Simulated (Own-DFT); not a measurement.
Simulation results for AlN (wurtzite, strained, atoms displaced)

A calculation, not a measurement: plane-wave PBE density functional theory by an unreviewed code, no spin, of a simulated periodic cell, stress positive in tension, free energy of the whole cell less one offset for each atom, forces on such cells moved up to 12 meV/angstrom on a denser k mesh; offsets are fitted by least squares, one for each functional and potential file, so energies compare only between cells with the same atoms and settings and are not formation energies; the far tail of each file's local potential was reset to the Coulomb form; each entry is a single point on an unrelaxed cell, so the pressure reflects the starting lattice, mostly measured values (interpolated for alloys), from which strain is counted, and rises with the displacements; printed positions are rounded, which can move forces by about a meV/angstrom; the program, named Own-DFT, is a retired in-house code; no spin-orbit coupling; before rounding, a Quantum ESPRESSO 7.3.1 run of the same cell and cutoff gave forces within 1 meV/angstrom rms on each cell, which checks the program and not the settings. Program: Own-DFT development build.

Common to all runs: functional PBE; potential files PseudoDojo norm-conserving, scalar-relativistic, standard set; wave cutoff 42 hartree; occupations Fermi-Dirac; smearing width 0.1 eV; k mesh 3 x 3 x 2 centred on Gamma.

(1) 
```xyz
72
Lattice="9.6161 0.0000 0.0000 -4.8080 8.3278 0.0000 0.0000 0.0000 9.9640" Properties=species:S:1:pos:R:3:force_x:R:1:force_y:R:1:force_z:R:1 formula=AlN free_energy_of_cell_above_offsets=-29.475 pressure=-5.38 stress_xx=9.16 stress_yy=10.67 stress_zz=-3.69 stress_yz=0.63 stress_xz=-0.15 stress_xy=0.2
Al    -0.0001     1.9507     0.0332     -0.238     -1.231     -1.685
Al     1.6097     0.9594     2.5032     -0.678     -1.279     -1.406
N     -0.0138     1.8561     1.8632      0.031      0.055      1.298
N      1.5759     0.8425     4.2903      0.222       1.49      2.578
Al    -0.0082     1.8103     4.9517      0.408     -0.831      0.443
Al     1.5631     0.9167     7.4463      1.176     -1.362      0.504
N      0.0624     1.7983     6.8565      -1.24      1.062       0.42
N      1.4958     0.8019     9.3520      0.641      2.787      0.479
Al    -1.6447     4.6124     0.0698      0.804      1.568     -1.708
Al     0.0180     3.6466     2.5020      0.166      1.286     -0.317
N     -1.5265     4.6584     1.8733     -1.017     -0.398      2.073
N     -0.0885     3.5508     4.3831      0.836      2.185     -0.099
Al    -1.6180     4.6069     4.9348     -0.349      0.244      0.888
Al     0.0798     3.7477     7.5100     -2.632     -1.115     -1.147
N     -1.5943     4.6673     6.8829      0.439     -0.817      0.139
N     -0.0201     3.8433     9.3378     -0.048     -1.585      1.456
Al    -3.1495     7.4357     0.0380     -1.218     -1.061     -0.022
Al    -1.6715     6.5310     2.5916      1.602     -0.477     -1.526
N     -3.1892     7.3518     1.9471     -0.175      1.438     -0.478
N     -1.5750     6.5872     4.4226     -1.445     -2.008      0.277
Al    -3.2565     7.4183     5.0563      0.093     -0.496     -1.561
Al    -1.5254     6.5161     7.4984     -1.072     -0.532     -0.662
N     -3.1620     7.3431     6.8560     -0.152      1.049      1.566
N     -1.6780     6.5198     9.3691      1.558      -0.89      0.531
Al     3.2128     1.8431     0.0589     -0.109     -0.189     -1.786
Al     4.8134     0.9079     2.5375     -0.371      -0.36     -1.572
N      3.1599     1.7785     1.9112      0.808      1.189      0.731
N      4.8028     0.9460     4.3615      0.161     -0.206      1.226
Al     3.1914     1.8727     4.9669      0.132     -0.708     -0.259
Al     4.8592     0.9431     7.4718     -0.607     -1.572        0.9
N      3.2931     1.7100     6.9008     -2.051      1.612      -1.07
N      4.8024     0.9683     9.3580      0.235     -0.264      1.127
Al     1.5520     4.6315     0.0410      1.706      0.939     -0.631
Al     3.2107     3.6594     2.5402      0.129      1.071     -1.689
N      1.6477     4.7169     1.9253     -0.722     -2.351      0.442
N      3.2195     3.7470     4.3682     -0.708     -0.775      1.851
Al     1.5828     4.6822     5.0051     -0.132     -1.483      -1.08
Al     3.1796     3.5757     7.3984      0.788      1.023      1.112
N      1.5382     4.5391     6.8612      2.193      1.096     -0.283
N      3.1928     3.6754     9.3552     -0.054      0.004      0.202
Al    -0.0132     7.3414     9.9618      0.589      0.974      -0.14
Al     1.6536     6.4703     2.5341     -0.667      0.509     -0.903
N     -0.0101     7.4019     1.9215      0.272     -0.099      0.409
N      1.6478     6.4465     4.4051      -1.32      0.628       0.75
Al    -0.0834     7.4180     4.9838      1.873       0.66      0.149
Al     1.5958     6.4272     7.4186      0.832      0.654      0.911
N      0.0423     7.4101     6.8819     -0.015     -0.203      0.037
N      1.6807     6.4781     9.3410     -1.225     -0.174      0.507
Al     6.4293     1.9928     0.0423     -0.886     -2.578     -0.461
Al     7.9486     1.0290     2.5463      0.926     -1.635     -1.257
N      6.3759     1.8730     1.9337      0.125       0.54      0.332
N      8.0153     0.8788     4.4190     -0.034      0.234     -0.189
Al     6.4756     1.7744     4.9322     -1.619      1.316      1.006
Al     7.9967     0.9668     7.5074      0.253     -0.995     -0.027
N      6.3476     1.7656     6.9118       2.29      1.815      -0.89
N      7.9537     0.9770     9.4365      0.906      0.677     -0.095
Al     4.8602     4.7001     0.0392     -1.252     -0.955     -0.588
Al     6.3963     3.7365     2.5036     -0.357      0.466     -0.079
N      4.7684     4.6869     1.9034      0.841     -0.958      0.636
N      6.3485     3.7012     4.3952      0.919     -0.277       0.15
Al     4.7894     4.6056     5.0980      0.405      1.021      -3.67
Al     6.4234     3.6833     7.5568      0.253      0.457     -2.456
N      4.9021     4.6757     6.8209     -1.041     -1.045      3.835
N      6.4689     3.7165     9.3768     -0.843      0.671      1.129
Al     3.2299     7.4695     0.0382     -0.224     -0.933     -0.808
Al     4.8218     6.5754     2.4577     -0.041     -1.591      1.302
N      3.2393     7.2909     1.9091     -1.006      2.622      0.287
N      4.7658     6.5561     4.4430      0.619     -1.142     -0.541
Al     3.1741     7.3754     4.9831      0.906      0.043      0.884
Al     4.8396     6.5142     7.5249      0.338     -0.652     -0.295
N      3.2615     7.3660     6.9742     -1.043      0.716     -0.993
N      4.8387     6.4535     9.4309      0.121      1.127     -0.196
```

Units: free_energy_of_cell_above_offsets in eV; pressure, stress_xx, stress_yy, stress_zz, stress_yz, stress_xz, stress_xy in GPa; force_x, force_y, force_z in eV/Å.

(2) 
```xyz
72
Lattice="9.6161 0.0000 0.0000 -4.8080 8.3278 0.0000 0.0000 0.0000 9.9640" Properties=species:S:1:pos:R:3:force_x:R:1:force_y:R:1:force_z:R:1 formula=AlN free_energy_of_cell_above_offsets=-29.446 pressure=-5.87 stress_xx=8.37 stress_yy=8.64 stress_zz=0.59 stress_yz=-0.42 stress_xz=-0.03 stress_xy=-1.08
Al    -0.0388     1.8371     9.9525      1.277      -0.19      0.209
Al     1.6434     0.9660     2.5222     -0.241     -0.348     -0.446
N     -0.0633     1.7668     1.8702      1.398      1.399      1.284
N      1.6249     0.8481     4.3966     -0.585        1.5      0.651
Al    -0.1141     1.9180     4.9347      1.915     -1.566       0.64
Al     1.6247     0.9318     7.4980     -0.717     -0.608     -0.763
N     -0.0830     1.8240     6.9209      1.271      1.467      -0.93
N      1.6397     0.9855     9.3681     -0.663     -0.592       0.79
Al    -1.5743     4.5608     9.9363     -0.178      0.977      1.425
Al     0.0169     3.7044     2.5835     -0.577     -0.215     -3.253
N     -1.6139     4.5664     2.0145      0.626      0.761     -1.613
N     -0.0071     3.7750     4.3404     -0.402     -0.902      3.357
Al    -1.6430     4.6157     5.0674      -0.48      0.697     -3.098
Al    -0.0883     3.7353     7.4120      0.942     -0.904      0.926
N     -1.6594     4.6840     6.8763      0.429      -0.66      1.057
N      0.0142     3.6680     9.4329     -0.173      0.366     -1.222
Al    -3.1976     7.3949     0.0783       0.06      0.262     -0.908
Al    -1.6282     6.5215     2.4783     -0.137     -1.477     -0.157
N     -3.2109     7.3926     2.0172     -0.517      0.397     -1.384
N     -1.6659     6.5597     4.3161      0.746     -1.585      2.183
Al    -3.2726     7.3106     4.9943      1.322      1.883      0.796
Al    -1.5490     6.4741     7.4960     -1.447       0.86      0.591
N     -3.1781     7.4082     7.0445     -0.794     -0.746     -1.501
N     -1.5643     6.4168     9.4197      0.022       0.42       0.34
Al     3.2077     1.8487     9.8925      0.134     -0.401      0.893
Al     4.8425     0.8932     2.4494     -0.909      0.527      0.649
N      3.2735     1.9002     1.8352     -0.805      0.209      0.611
N      4.8165     0.9705     4.4061      0.766     -1.437     -0.482
Al     3.3104     1.8674     4.9926     -1.601     -0.034     -0.937
Al     4.8131     0.9218     7.4061     -0.155     -0.311      0.535
N      3.1954     1.7298     6.8488      0.275      2.321      1.181
N      4.7821     0.8742     9.4184      0.869      1.365     -1.041
Al     1.5741     4.6109     9.9058      0.199      0.239      1.144
Al     3.1806     3.8270     2.3911      1.305     -1.934      1.684
N      1.6253     4.6933     1.9985     -0.822     -0.686     -1.836
N      3.2241     3.7651     4.3837      0.046     -0.764      0.002
Al     1.6059     4.5476     5.0021      0.661      1.295     -0.622
Al     3.1842     3.7030     7.5752      0.183     -0.346     -3.803
N      1.5898     4.6481     6.8906     -0.314     -0.467      0.964
N      3.2578     3.6878     9.3272     -0.889      0.267      2.599
Al     0.0381     7.4587     0.0068     -0.939     -1.781      0.362
Al     1.5860     6.4971     2.4859      0.108      0.467      0.405
N     -0.0440     7.3374     1.9453      0.958      1.163     -0.544
N      1.6277     6.4801     4.4220     -0.804     -0.609     -0.111
Al    -0.0170     7.3674     4.9435     -0.327      0.845      0.277
Al     1.6437     6.4992     7.5018     -1.288      0.225     -0.354
N     -0.1010     7.4474     6.9130      2.013     -1.193       -0.5
N      1.6340     6.4818     9.4746     -1.111     -0.663     -1.141
Al     6.4275     1.8446     9.8633      0.087     -0.275       1.05
Al     8.0516     0.8573     2.5186     -0.784      1.859     -0.187
N      6.3682     1.8529     1.9928       1.23     -0.469     -1.675
N      8.0347     0.8025     4.4280      0.346      1.004     -0.486
Al     6.4996     1.7425     4.9240     -1.639      0.817      0.577
Al     8.0441     0.8995     7.4774     -1.033      0.263      0.181
N      6.4073     1.7571     6.8730      0.375      1.465       0.44
N      8.0909     0.9120     9.3901     -1.909      -0.01     -0.171
Al     4.7745     4.5564     0.0494        1.2      1.736      -1.19
Al     6.4286     3.6799     2.4271      -0.02     -0.255       1.51
N      4.8914     4.7013     1.9006     -1.227     -1.653     -0.249
N      6.3898     3.6080     4.4067      0.663      0.933      0.473
Al     4.8425     4.6384     5.0107     -0.458     -1.663     -0.192
Al     6.3436     3.7978     7.4713      0.337     -1.465     -0.776
N      4.7790     4.6872     6.9145     -0.376     -0.984      0.383
N      6.4201     3.7302     9.3338     -0.404     -0.609      0.919
Al     3.1394     7.3864     9.9443      1.913      1.088      0.676
Al     4.7887     6.4129     2.4586      0.389      2.344      0.883
N      3.1925     7.4989     1.9353     -0.131     -3.063     -0.378
N      4.8160     6.3959     4.5277     -0.616      0.712     -1.879
Al     3.2178     7.3173     4.9161     -0.087      0.259      1.694
Al     4.7696     6.4607     7.5384      0.555      1.422     -0.429
N      3.1483     7.4475     6.9886      0.954     -1.313     -1.233
N      4.7828     6.5758     9.4009     -0.016     -1.639      1.144
```

Units: free_energy_of_cell_above_offsets in eV; pressure, stress_xx, stress_yy, stress_zz, stress_yz, stress_xz, stress_xy in GPa; force_x, force_y, force_z in eV/Å.

(3) 
```xyz
72
Lattice="9.6161 0.0000 0.0000 -4.8080 8.3278 0.0000 0.0000 0.0000 9.9640" Properties=species:S:1:pos:R:3:force_x:R:1:force_y:R:1:force_z:R:1 formula=AlN free_energy_of_cell_above_offsets=-30.353 pressure=-6.01 stress_xx=10.17 stress_yy=9.1 stress_zz=-1.25 stress_yz=0.08 stress_xz=0.05 stress_xy=0.21
Al     0.0769     1.7949     0.0041     -1.528       0.89      0.489
Al     1.6262     0.9041     2.5492     -0.618     -0.105     -2.306
N      0.0131     1.8179     1.9968     -0.082      0.762     -1.057
N      1.5265     0.9386     4.3188      1.559     -0.385      2.663
Al     0.0161     1.8603     4.9881     -0.645       0.19     -0.809
Al     1.5993     0.9314     7.4491      0.023     -0.492     -0.574
N      0.0163     1.9201     6.8550     -0.203     -1.242      0.817
N      1.6449     0.9496     9.3566      0.352     -0.409      0.191
Al    -1.5878     4.7283     9.9532     -0.402     -2.229      0.153
Al     0.0749     3.7312     2.4825     -0.876     -0.753     -0.124
N     -1.6276     4.6461     1.8963       1.47     -0.165      0.277
N      0.0686     3.7679     4.3684     -1.435     -0.807      0.332
Al    -1.6383     4.6287     4.9673      0.436     -0.753      0.317
Al    -0.0278     3.7130     7.4144        0.4      0.226      0.214
N     -1.6426     4.5622     6.8702      0.637      1.347      0.529
N     -0.0705     3.6984     9.3313      0.967      0.079      0.986
Al    -3.1865     7.4388     0.0134      -0.71     -0.304     -0.642
Al    -1.5745     6.4275     2.4923     -0.778      0.931      0.337
N     -3.2556     7.4126     1.8789      1.099     -0.249      0.845
N     -1.5611     6.4184     4.4605     -0.127      1.304      -0.94
Al    -3.1571     7.4207     4.9643     -1.384     -0.796      0.304
Al    -1.5330     6.4713     7.6018     -1.228      0.011     -3.454
N     -3.3185     7.2844     6.8638       2.59      1.906      0.656
N     -1.5352     6.4814     9.3920     -0.943      0.988      1.156
Al     3.2749     1.8120     9.9474      -0.88      0.475     -0.188
Al     4.7320     0.9131     2.4207      1.467      0.412       1.35
N      3.2325     1.8095     1.8799     -1.146      0.002       0.11
N      4.7648     0.9615     4.4180      0.038     -1.359     -0.713
Al     3.1858     1.8416     4.9531     -0.457      0.344      0.264
Al     4.8574     0.9552     7.4441      -0.54      0.746      0.117
N      3.2256     1.8663     6.8503     -0.266     -0.186      1.008
N      4.8526     0.8828     9.4010     -0.491       1.95     -0.758
Al     1.5654     4.6637     0.0772       0.19     -0.391     -2.186
Al     3.2400     3.6119     2.4630      0.671      1.263          0
N      1.6440     4.6187     1.8957     -0.174      0.151      1.024
N      3.1629     3.6568     4.3938      0.727      0.332     -0.443
Al     1.6232     4.6489     4.9174      0.281     -0.651      0.539
Al     3.1851     3.7332     7.5702     -0.004     -0.173     -1.665
N      1.6067     4.6694     6.8072     -0.207     -0.617      1.179
N      3.2142     3.6540     9.4462     -0.427      0.404     -0.258
Al    -0.0705     7.5074     9.9361      1.988     -2.293      0.753
Al     1.6209     6.4718     2.4633     -0.187      0.329     -0.005
N     -0.0320     7.4433     1.9303      0.278      -1.02     -0.418
N      1.6172     6.4534     4.4165     -1.245      0.417     -0.975
Al     0.0324     7.4022     4.9884      -0.62      0.065      0.075
Al     1.5754     6.4507     7.4274      1.262       0.55      0.537
N      0.0681     7.5012     6.9525     -0.859     -1.539       -0.8
N      1.6159     6.4759     9.3536     -0.558      0.028      0.637
Al     6.3686     1.8944     0.0138      0.993      0.114     -0.022
Al     7.9456     0.9774     2.5372      0.613     -0.711     -0.959
N      6.3339     1.9064     1.9010      0.719     -1.002       0.66
N      8.0190     0.8578     4.4165     -0.932      1.381      0.063
Al     6.3484     1.7630     4.9974      1.025      1.161      -0.73
Al     7.9898     0.8911     7.5078      0.402      0.306     -0.391
N      6.4116     1.9002     6.8444      0.107     -0.544      1.488
N      7.9553     0.8765     9.4931      0.656      1.487     -1.406
Al     4.8371     4.5544     9.9289     -1.211      1.991      0.737
Al     6.5312     3.6713     2.5415     -2.339      0.593     -0.881
N      4.8533     4.5733     1.8370     -0.437      0.483      1.466
N      6.3531     3.6730     4.4140       1.23     -0.312      0.218
Al     4.8199     4.5753     5.0176     -0.985      1.256     -0.592
Al     6.3660     3.7632     7.4395      0.353     -0.548       0.68
N      4.8026     4.6634     6.9167     -0.798     -0.552      0.466
N      6.3704     3.7700     9.4533      1.739      -1.13     -1.796
Al     3.1912     7.4272     0.0436      0.058     -0.905     -0.875
Al     4.7667     6.4815     2.4901      0.407     -0.764      0.142
N      3.1867     7.3982     1.8911     -0.329      0.299      1.111
N      4.7826     6.5115     4.4294      0.171     -0.861     -0.813
Al     3.0880     7.3864     4.9346      2.973      0.012      0.652
Al     4.7294     6.5196     7.5299      1.086     -0.875     -1.537
N      3.2988     7.3845     6.8213     -2.762      0.966      0.729
N      4.8196     6.5928     9.3281     -0.154     -1.026      2.046
```

Units: free_energy_of_cell_above_offsets in eV; pressure, stress_xx, stress_yy, stress_zz, stress_yz, stress_xz, stress_xy in GPa; force_x, force_y, force_z in eV/Å.

(4) 
```xyz
72
Lattice="9.6161 0.0000 0.0000 -4.8080 8.3278 0.0000 0.0000 0.0000 9.9640" Properties=species:S:1:pos:R:3 formula=AlN
Al    -0.0752     1.8114     0.1675
Al     1.4717     0.8315     2.4968
N      0.0319     1.8339     1.9109
N      1.5486     0.8734     4.4025
Al     0.0454     1.8353     5.0223
Al     1.6238     0.9275     7.4364
N     -0.0607     1.8259     6.9083
N      1.6585     0.8980     9.4171
Al    -1.6001     4.6680     9.9145
Al    -0.0562     3.6346     2.5721
N     -1.6158     4.6589     1.9144
N     -0.0639     3.6937     4.3857
Al    -1.5636     4.6172     4.9203
Al    -0.0436     3.6412     7.4051
N     -1.6724     4.6842     6.7583
N     -0.0737     3.7414     9.3377
Al    -3.2029     7.3454     9.9435
Al    -1.6163     6.4846     2.4932
N     -3.2035     7.4766     1.8056
N     -1.5096     6.5531     4.4067
Al    -3.1542     7.4878     5.0443
Al    -1.7188     6.4516     7.3957
N     -3.2572     7.3769     6.8549
N     -1.6703     6.5613     9.4043
Al     3.2683     1.9517     0.0291
Al     4.7086     0.8340     2.5021
N      3.2187     1.7633     1.9333
N      4.9043     0.9840     4.3695
Al     3.2320     1.9259     4.9769
Al     4.7704     1.0141     7.4346
N      3.1866     1.8038     6.9632
N      4.7226     1.0161     9.3449
Al     1.6455     4.6480     0.0415
Al     3.1676     3.7561     2.5513
N      1.5264     4.7081     1.8858
N      3.1084     3.6477     4.2990
Al     1.5514     4.7081     5.0203
Al     3.1911     3.7479     7.4889
N      1.6524     4.6068     6.9730
N      3.2589     3.7857     9.4205
Al    -0.0365     7.3091     9.9167
Al     1.5937     6.4903     2.4024
N     -0.0168     7.4396     1.8556
N      1.6164     6.4621     4.5614
Al     0.0256     7.4228     4.9281
Al     1.5642     6.4618     7.4788
N     -0.0523     7.3629     6.9773
N      1.5722     6.4666     9.3348
Al     6.4258     1.8030     0.0190
Al     8.0140     0.8995     2.5208
N      6.4343     1.9342     1.9353
N      8.0981     0.9014     4.2864
Al     6.4784     1.7595     4.9466
Al     8.0166     0.8213     7.5035
N      6.4134     1.8876     6.8435
N      8.0549     0.9232     9.3651
Al     4.8318     4.5672     9.9409
Al     6.3514     3.7145     2.5140
N      4.8297     4.6493     1.9413
N      6.4237     3.7135     4.3851
Al     4.7500     4.5944     5.0273
Al     6.3829     3.7187     7.3160
N      4.7155     4.6023     6.9579
N      6.3999     3.7345     9.3727
Al     3.2079     7.4410     9.8790
Al     4.7811     6.4863     2.4490
N      3.2632     7.3750     1.9359
N      4.7595     6.5272     4.3121
Al     3.1846     7.3630     4.9620
Al     4.7907     6.5960     7.4795
N      3.2459     7.4217     6.8943
N      4.8007     6.4543     9.3361
```

Questions
1. Give the missing pressure for AlN (wurtzite, strained, atoms displaced) (entry 4).

Calculated values
1. -5.28 GPa

Further results for AlN (wurtzite, strained, atoms displaced) (entry 4):

| Quantity | Value |
| --- | --- |
| free energy of cell above offsets | -28.918 eV |
| stress xx | 8.65 GPa |
| stress yy | 9 GPa |
| stress zz | -1.81 GPa |
| stress yz | -0.49 GPa |
| stress xz | -0.24 GPa |
| stress xy | 0.98 GPa |

Force:
```csv
element,x (eV/Å),y (eV/Å),z (eV/Å)
Al,1.761,0.78,-4.339
Al,2.327,1.117,-0.332
N,-1.143,0.376,2.374
N,1.075,1.431,0.333
Al,-1.014,-0.207,-0.602
Al,-0.839,-0.151,1.904
N,0.766,-0.288,-0.511
N,-1.111,0.805,-0.563
Al,-0.718,-0.227,0.531
Al,0.052,1.28,-2.224
N,0.094,-0.377,0.345
N,1.624,-0.334,1.456
Al,-1.536,0.882,-0.484
Al,-0.062,1.003,1.205
N,0.66,-0.893,1.337
N,1.071,-0.646,0.521
Al,-0.863,1.762,-0.448
Al,-0.247,0.197,-0.633
N,-0.423,-2.078,1.992
N,-1.413,-0.571,-0.338
Al,-0.758,-1.864,-1.917
Al,1.517,0.508,1.071
N,0.266,0.84,0.722
N,1,-2.138,-1.316
Al,-1.436,-1.308,0.105
Al,1.326,1.888,-0.653
N,-1.281,1.605,0.431
N,-1.549,-1.159,0.708
Al,-0.285,-1.585,-0.153
Al,0.979,-1.56,0.892
N,-0.295,1.802,-2.054
N,2.18,-1.103,0.316
Al,-1.039,-0.391,-1.432
Al,0.396,-0.766,-3.22
N,0.503,-1.399,1.242
N,0.245,1.341,3.528
Al,0.291,-1.94,0.144
Al,-0.091,-1.212,1.021
N,-1.573,0.078,-1.434
N,-1.352,-0.843,-0.141
Al,-0.202,2.034,-0.583
Al,0.064,0.562,0.768
N,0.486,-1.319,0.599
N,-0.532,0.815,-2.113
Al,0.194,0.567,1.706
Al,-0.069,0.226,-0.612
N,0.21,0.851,-1.243
N,0.649,0.389,1.204
Al,-0.856,1.186,-0.383
Al,-0.517,0.374,-1.981
N,-0.015,-1.903,-0.304
N,-0.635,-0.089,3.149
Al,0.514,1.595,-0.342
Al,-0.398,2.267,-0.654
N,0.251,-1.162,0.216
N,-0.917,-0.217,0.762
Al,0.553,1.309,0.455
Al,0.825,0.285,-0.522
N,-1.062,-0.143,-0.491
N,-0.487,-0.189,1.054
Al,0.576,0.802,-1.129
Al,0.092,-0.035,1.631
N,1.114,0.981,-1.532
N,0.708,-0.701,-0.804
Al,0.143,-1.243,0.973
Al,1.341,-0.393,-0.053
N,-1.816,0.83,-1.284
N,0.852,-0.953,1.85
Al,1.213,0.848,-0.117
Al,0.033,-2.041,-0.063
N,-1.28,-0.562,-0.282
N,-0.132,0.377,0.739
```
